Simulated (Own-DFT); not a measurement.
# Which arrangement is lower? C34N2Si36, 72 atoms

These are calculations, not measurements. The program, named Own-DFT, is a retired in-house plane-wave density functional code that no person has reviewed. Each row is one single-point run on a periodic cell that was not relaxed, without spin or spin-orbit coupling.

Settings of every run: PBE; PseudoDojo norm-conserving scalar-relativistic files; cutoff 42 hartree; 4 x 4 x 3 k mesh centred on Gamma; Fermi-Dirac smearing of 0.1 eV.

Known limits: not probed for a lower state with spin; forces on such cells passed a denser k mesh, each cell not checked; stress not checked against mesh or cutoff.

All cells hold the same atoms in the same cell, with vectors in Å (9.248, 0.000, 0.000); (-4.624, 8.009, 0.000); (0.000, 0.000, 10.068). Every atom was moved at random from its ideal site; u is the rms move along one axis. The defect's site can differ from row to row. E is the free energy of the cell above the lowest run. The arrangements:

- A: 4H SiC, with two N on a C site each, 3.1 Å apart
- B: 2H SiC, with two N on a C site each, 3.1 Å apart

| arrangement | u (Å) | E (eV) | P (GPa) |
|---|---|---|---|
| A | 0.0305 | 0.000 | 2.69 |
| A | 0.0317 | 0.560 | 2.97 |
| A | 0.0323 | 0.377 | 2.89 |
| A | 0.0496 | 4.321 | 4.43 |
| A | 0.0519 | 4.731 | 4.36 |
| A | 0.0525 | 4.305 | 4.14 |
| B | 0.0271 | 0.354 | 2.69 |
| B | 0.0287 | 1.031 | 3.02 |
| B | 0.0313 | 0.793 | 2.91 |
| B | 0.0472 | 4.277 | 4.28 |
| B | 0.0474 | 4.492 | 4.32 |
| B | 0.0484 | 4.922 | 4.26 |

Question: once the cost of the random moves is taken out, how do the arrangements rank?

## Worked answer

Fit E = a + b u², with one b for all and one a for each arrangement, and with residuals divided by u², since the noise grows with the moves. Then b = 2594 eV/Å², the scatter at u = 0.04 Å is 0.35 eV, and against A:

- B: 0.85 ± 0.15 eV (higher)

These are energies of unrelaxed cells. Relaxing the atoms lowers the strained arrangements most, so the gaps would shrink and small ones could change sign.
